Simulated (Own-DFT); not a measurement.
# Energy and forces against displacement in monoclinic HfO2, 96 atoms (Hf32O64)

All numbers below are calculated, not measured. The program, named Own-DFT, is a retired in-house plane-wave density functional code that no person has reviewed. Each row is one single-point run on a periodic cell that was not relaxed, without spin or spin-orbit coupling.

Settings of every run: PBEsol; PseudoDojo norm-conserving scalar-relativistic files, made for PBE; cutoff 72 hartree; 2 x 2 x 2 k mesh centred on Gamma; Fermi-Dirac smearing of 0.1 eV.

Known limits: hafnium file: forces about 75 meV/angstrom off all-electron values; oxygen file: force components 24 meV/angstrom off all-electron in a glass; forces on such cells passed a denser k mesh, each cell not checked; stress not checked against mesh or cutoff.

Cell vectors in Å: (10.234, 0.000, 0.000); (0.000, 10.350, 0.000); (-1.696, 0.000, 10.445). In each run every atom was moved at random and independently from its ideal site; u is the rms move along one axis. E is the free energy for each atom above the fitted value at u = 0, and F the rms of the force components.

```
run   u (Å)  E (meV/atom)  F (eV/Å)  largest force (eV/Å)  P (GPa)
  1  0.0195           8.9     0.416                  1.59    -2.83
  2  0.0198          10.7     0.478                  2.55    -2.65
  3  0.0206           9.1     0.415                  1.56    -2.67
  4  0.0507          57.3     0.984                  4.07    -0.79
  5  0.0516          64.1     1.162                  5.84    -0.46
  6  0.0521          73.7     1.220                  5.10     0.58
  7  0.0776         136.0     1.571                  6.77     2.06
  8  0.0831             ?         ?                     ?        ?
  9  0.0831         161.9     1.780                  7.01     3.82
 10  0.1095         303.7     2.634                 10.11     8.49
```

## Worked fit

For small independent moves the energy grows as E = (3/2) K u², with K the mean stiffness felt by one atom. The runs with u up to 0.11 Å give K = 16.1 ± 0.5 eV/Å², with residuals divided by u² + 0.0006 Å², since the noise grows with the moves. The scatter is 4.5 meV/atom at u = 0.05 Å. The forces follow F = G u with G = 21.9 eV/Å²; no force at u = 0 is resolved. G exceeds K because the moves of its neighbours add to the force on an atom, and stiffness differs between atoms. The pressure follows P = -2.99 + 952 u² GPa: at fixed volume, shortened bonds push harder than stretched ones pull.

## Withheld run

Question: what energy and rms force should run 8 give?

The fit gives 167 ± 12 meV/atom and about 1.82 eV/Å. The calculation gave 165.7 meV/atom and 1.796 eV/Å.
